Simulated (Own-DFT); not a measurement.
Hf31O64 (monoclinic hafnia with one vacancy, atoms displaced) (calculated)

A calculation, not a measurement: plane-wave density functional theory by an unreviewed code, no spin, of a simulated periodic cell, stress positive in tension, run twice, with PBE and with PBEsol, both on files made for PBE, so the change isn't that of files made for PBEsol, defect cell not probed for a lower state with spin; a neutral cation vacancy leaves holes that likely carry spin, which this run leaves out; hafnium file: forces about 75 meV/angstrom off all-electron values; oxygen file: force components 24 meV/angstrom off all-electron in one glass; forces on such cells passed a denser k mesh, this cell's mesh not checked; the far tail of each file's local potential was reset to the Coulomb form; each entry is a single point on an unrelaxed cell, so the pressure reflects the starting lattice, mostly measured values (interpolated for alloys), from which strain is counted, and rises with the displacements; printed positions are rounded, which can move forces by about a meV/angstrom; the program, named Own-DFT, is a retired in-house code; no spin-orbit coupling; stress was not checked against mesh or cutoff. Program: Own-DFT development build.

### Hf31O64 (monoclinic hafnia with one vacancy, atoms displaced)

```
cell vectors (Å)
  10.2340     0.0000     0.0000
   0.0000    10.3500     0.0000
  -1.6955     0.0000    10.4453
atoms (fractions of the cell vectors)
Hf  0.13414  0.00586  0.11519
Hf  0.35698  0.26250  0.14405
Hf  0.36842  0.47453  0.39817
Hf  0.14423  0.24138  0.35762
O   0.03650  0.17190  0.17618
O   0.45580  0.41244  0.06995
O   0.46187  0.33065  0.31854
O   0.03160  0.08867  0.43314
O   0.20259  0.38664  0.23136
O   0.27184  0.12760  0.99468
O   0.26442  0.10554  0.25061
O   0.22926  0.37540  0.49057
Hf  0.13022  0.01154  0.59941
Hf  0.36015  0.27908  0.63951
Hf  0.36412  0.48650  0.89246
Hf  0.14402  0.22297  0.85734
O   0.05055  0.15479  0.66804
O   0.47226  0.42112  0.58010
O   0.46561  0.33878  0.83407
O   0.02878  0.09244  0.92278
O   0.23305  0.38481  0.73122
O   0.27279  0.13164  0.51950
O   0.27028  0.11712  0.74022
O   0.22684  0.37923  0.99941
Hf  0.13889  0.51746  0.10070
Hf  0.35548  0.77239  0.14830
Hf  0.13942  0.73065  0.34979
O   0.03026  0.67046  0.17860
O   0.46761  0.92924  0.07056
O   0.46927  0.84003  0.32627
O   0.03427  0.60007  0.41027
O   0.22959  0.90128  0.22709
O   0.28013  0.61859  0.00687
O   0.27747  0.61868  0.25755
O   0.22419  0.86676  0.48413
Hf  0.14066  0.52960  0.60992
Hf  0.36282  0.77231  0.64266
Hf  0.38396  0.97668  0.91140
Hf  0.15590  0.72119  0.86388
O   0.04224  0.65684  0.67682
O   0.46445  0.92320  0.57648
O   0.46261  0.83910  0.82932
O   0.03025  0.57638  0.92479
O   0.22332  0.87481  0.75244
O   0.28345  0.63814  0.50718
O   0.27077  0.61552  0.77303
O   0.22587  0.86046  0.99570
Hf  0.64048  0.01910  0.09736
Hf  0.86689  0.27586  0.14045
Hf  0.86881  0.48072  0.39151
Hf  0.65300  0.22897  0.35560
O   0.54470  0.15712  0.17892
O   0.95101  0.40389  0.07324
O   0.99086  0.32176  0.33758
O   0.52533  0.07956  0.42876
O   0.72347  0.37233  0.23133
O   0.77560  0.12822  0.01190
O   0.77194  0.11934  0.24961
O   0.70530  0.35470  0.48114
Hf  0.63115  0.01946  0.58817
Hf  0.87079  0.27025  0.64764
Hf  0.86718  0.47013  0.89302
Hf  0.63829  0.24632  0.85927
O   0.54327  0.15536  0.67425
O   0.97621  0.41824  0.58044
O   0.96783  0.32430  0.83682
O   0.54977  0.08049  0.93021
O   0.70326  0.39674  0.74864
O   0.77424  0.12148  0.51974
O   0.77157  0.11798  0.75388
O   0.71014  0.36917  0.98639
Hf  0.64383  0.52461  0.10178
Hf  0.86017  0.76918  0.14416
Hf  0.86982  0.97628  0.39301
Hf  0.63687  0.73509  0.35718
O   0.54607  0.67507  0.18187
O   0.97113  0.92447  0.06828
O   0.97150  0.82801  0.32156
O   0.54406  0.58146  0.43817
O   0.72696  0.87831  0.23847
O   0.76533  0.63457  0.00924
O   0.76064  0.61755  0.26850
O   0.72890  0.87908  0.48331
Hf  0.64531  0.51755  0.61029
Hf  0.85955  0.76312  0.64985
Hf  0.86273  0.98754  0.89326
Hf  0.64448  0.73614  0.86536
O   0.54311  0.66848  0.65495
O   0.94926  0.90076  0.57977
O   0.95462  0.82830  0.81906
O   0.53541  0.56903  0.92554
O   0.72033  0.87970  0.74914
O   0.77939  0.63643  0.49594
O   0.78046  0.62673  0.74489
O   0.72981  0.86682  0.00008
```

It was run with functional PBE, then PBEsol, potential files PseudoDojo norm-conserving, scalar-relativistic, standard set, wave cutoff 72 hartree, occupations Fermi-Dirac, smearing width 0.1 eV and k mesh 2 x 2 x 2 centred on Gamma.

Results for Hf31O64 (monoclinic hafnia with one vacancy, atoms displaced): PBE pressure 9.48 GPa; PBE stress xx -8.92 GPa; PBE stress yy -9.25 GPa; PBE stress zz -10.28 GPa; PBE stress yz 0.42 GPa; PBE stress xz -1.16 GPa; PBE stress xy -0.01 GPa; PBEsol pressure 3.14 GPa; PBEsol stress xx -2.59 GPa; PBEsol stress yy -2.94 GPa; PBEsol stress zz -3.87 GPa; PBEsol stress yz 0.44 GPa; PBEsol stress xz -0.75 GPa; PBEsol stress xy 0 GPa; rms change of force components from PBE to PBEsol 0.069 eV/Å.

Force:
```
force element  PBE force x (eV/Å)  PBE force y (eV/Å)  PBE force z (eV/Å)  PBEsol force x (eV/Å)  PBEsol force y (eV/Å)  PBEsol force z (eV/Å)
           Hf               0.479                6.22              -4.349                  0.501                  6.122                 -4.275
           Hf               1.074              -0.207               0.319                  1.038                 -0.136                  0.322
           Hf               1.044               1.569              -0.133                  1.025                  1.499                 -0.071
           Hf               4.869              -6.133                0.28                  4.758                 -6.006                  0.239
            O               0.105              -0.742              -0.497                  0.097                 -0.691                 -0.438
            O               1.385               0.011               1.705                  1.326                  0.023                  1.598
            O              -0.428               0.243               0.522                 -0.437                  0.236                  0.473
            O              -0.358              -0.345              -1.069                 -0.357                 -0.389                 -0.981
            O               1.604              -1.568               1.642                  1.596                 -1.541                   1.59
            O               0.712               0.127               1.209                  0.643                  0.141                  1.167
            O               0.497               3.804               0.322                  0.363                  3.775                    0.2
            O               0.527               0.918              -0.314                  0.596                  0.882                 -0.309
           Hf               3.206               -1.97               -0.45                  3.161                 -1.819                  -0.46
           Hf               0.715              -2.863               0.786                  0.629                 -2.755                  0.761
           Hf              -0.292              -3.327               1.401                 -0.287                 -3.281                  1.411
           Hf               1.078              -0.818              -0.955                  1.038                 -0.892                 -0.938
            O              -4.599               4.007               1.486                 -4.481                  3.923                  1.488
            O              -1.091              -0.962              -0.111                  -1.07                 -0.925                 -0.165
            O               0.129              -1.473              -1.175                  0.159                 -1.419                 -1.171
            O               0.397               0.053              -0.686                  0.383                   0.05                 -0.666
            O              -1.079              -0.249               0.905                 -0.974                  -0.22                  0.852
            O              -0.268               0.982               -0.47                 -0.381                  1.043                  -0.37
            O               1.033               0.591               2.359                  0.906                  0.613                  2.267
            O              -0.953              -1.642              -1.836                 -0.877                 -1.583                 -1.759
           Hf              -0.158               0.888               0.507                  -0.09                  0.877                   0.47
           Hf               1.674               0.709               2.082                  1.602                   0.74                  2.072
           Hf                2.79               1.913               0.933                   2.68                  1.805                  0.921
            O               0.891              -1.683              -2.391                  0.864                 -1.603                  -2.27
            O              -0.633              -3.276               3.832                 -0.601                 -3.155                  3.663
            O              -0.351              -0.722              -0.752                  -0.25                 -0.854                  -0.85
            O              -1.805              -3.422               1.896                 -1.762                 -3.342                  1.861
            O               1.756              -6.882               3.838                  1.743                 -6.753                  3.645
            O               -0.49               1.383                1.52                  -0.56                  1.335                  1.444
            O               0.235                0.63              -0.583                  0.161                  0.634                 -0.587
            O              -0.952              -0.024               1.442                 -0.957                 -0.103                  1.462
           Hf               1.832              -0.913              -1.772                  1.788                 -0.869                 -1.705
           Hf                0.69               2.113              -1.377                  0.677                  2.127                 -1.366
           Hf              -3.959                 2.7              -4.643                 -3.822                  2.582                 -4.479
           Hf              -3.396               2.618              -1.361                  -3.25                  2.506                 -1.356
            O              -1.614               1.552               0.585                 -1.548                  1.505                  0.605
            O              -1.474              -2.411               1.062                  -1.39                 -2.385                  1.082
            O               2.281              -2.896              -0.503                  2.225                 -2.823                 -0.509
            O               0.277               0.537              -0.156                  0.277                  0.477                 -0.104
            O               0.078              -0.723               -0.89                  0.135                  -0.75                 -0.861
            O              -0.724              -1.715                0.71                 -0.761                 -1.666                  0.708
            O               1.534                1.28              -2.554                  1.408                  1.242                 -2.461
            O               0.344               0.198               0.123                  0.401                  0.166                  0.148
           Hf                1.79               0.873               3.433                  1.753                  0.922                  3.334
           Hf              -2.787              -6.294               2.394                 -2.739                 -6.159                  2.352
           Hf               -0.15               1.127               0.469                 -0.145                  1.138                  0.484
           Hf               -2.86              -3.907              -2.736                 -2.779                 -3.863                 -2.702
            O              -2.325               1.305              -0.651                 -2.236                  1.282                 -0.612
            O               3.502               5.063              -1.599                  3.413                  4.947                 -1.629
            O              -8.076               5.153              -0.619                 -7.883                  5.033                 -0.656
            O               0.724               1.743              -1.792                   0.87                  1.713                  -1.62
            O               1.191               0.858               1.049                  1.224                  0.825                   1.02
            O               1.174               0.976              -0.581                  1.087                  0.947                  -0.56
            O               1.388              -0.205               2.161                  1.268                 -0.194                  2.108
            O                2.88               3.788               3.407                  2.851                  3.691                  3.309
           Hf               0.304              -1.165                2.21                  0.271                 -1.064                   2.12
           Hf                0.06              -2.828              -0.317                  0.084                 -2.779                 -0.291
           Hf              -1.108               1.552              -0.274                 -1.054                  1.447                 -0.226
           Hf              -1.102              -4.222              -2.109                 -1.073                 -4.126                 -2.068
            O              -2.085               2.567               0.494                 -1.999                  2.505                  0.494
            O               -2.03              -0.726              -0.621                 -1.979                 -0.695                 -0.645
            O              -1.037               0.534              -1.644                 -1.035                  0.527                 -1.649
            O              -0.767                1.33              -2.327                 -0.755                  1.252                 -2.192
            O               2.668              -2.617               1.084                  2.634                 -2.561                  1.086
            O               2.235               1.862              -1.751                  2.125                  1.823                 -1.712
            O                1.21               1.896               0.854                  1.145                  1.851                  0.837
            O               1.822                1.99               1.688                  1.823                   1.95                  1.625
           Hf              -2.934              -1.294               1.372                 -2.849                 -1.222                    1.3
           Hf               0.302               1.408               1.138                  0.279                   1.43                  1.144
           Hf              -0.902              -0.104              -0.133                 -0.902                 -0.158                 -0.083
           Hf              -0.645               0.468               0.899                 -0.625                  0.418                  0.826
            O              -1.811              -0.451              -2.458                 -1.733                 -0.423                 -2.334
            O              -3.892              -3.107               0.715                 -3.813                 -3.002                  0.661
            O              -1.567               2.129                0.15                 -1.544                  2.047                  0.101
            O              -1.127               0.002              -2.543                 -1.103                 -0.026                 -2.416
            O               0.655              -0.407               0.056                  0.713                 -0.415                  0.049
            O               1.482              -1.106               0.022                  1.347                 -1.058                  0.037
            O               2.851              -1.039              -1.615                  2.732                 -1.014                 -1.571
            O              -0.929              -0.842               0.011                 -0.839                 -0.816                 -0.006
           Hf              -0.298                2.62              -2.811                 -0.331                  2.644                 -2.769
           Hf               -0.32               0.855              -0.764                 -0.321                  0.877                 -0.705
           Hf               0.048              -0.656              -0.885                  0.051                 -0.671                 -0.831
           Hf              -0.588               0.189              -3.132                 -0.518                  0.196                 -3.063
            O              -1.472               1.233                2.25                 -1.427                   1.17                   2.21
            O                3.41               2.806              -1.356                  3.306                  2.759                  -1.38
            O               1.353               0.283               2.058                  1.272                  0.274                  1.937
            O                1.74               2.954              -0.897                  1.691                  2.841                 -0.796
            O               -0.47               -0.67              -0.319                 -0.391                 -0.694                 -0.274
            O               0.885              -1.932               1.476                  0.806                 -1.892                   1.43
            O              -0.899              -2.372               3.322                 -0.936                 -2.304                  3.221
            O              -0.102               0.303              -1.218                 -0.056                  0.281                 -1.191
```
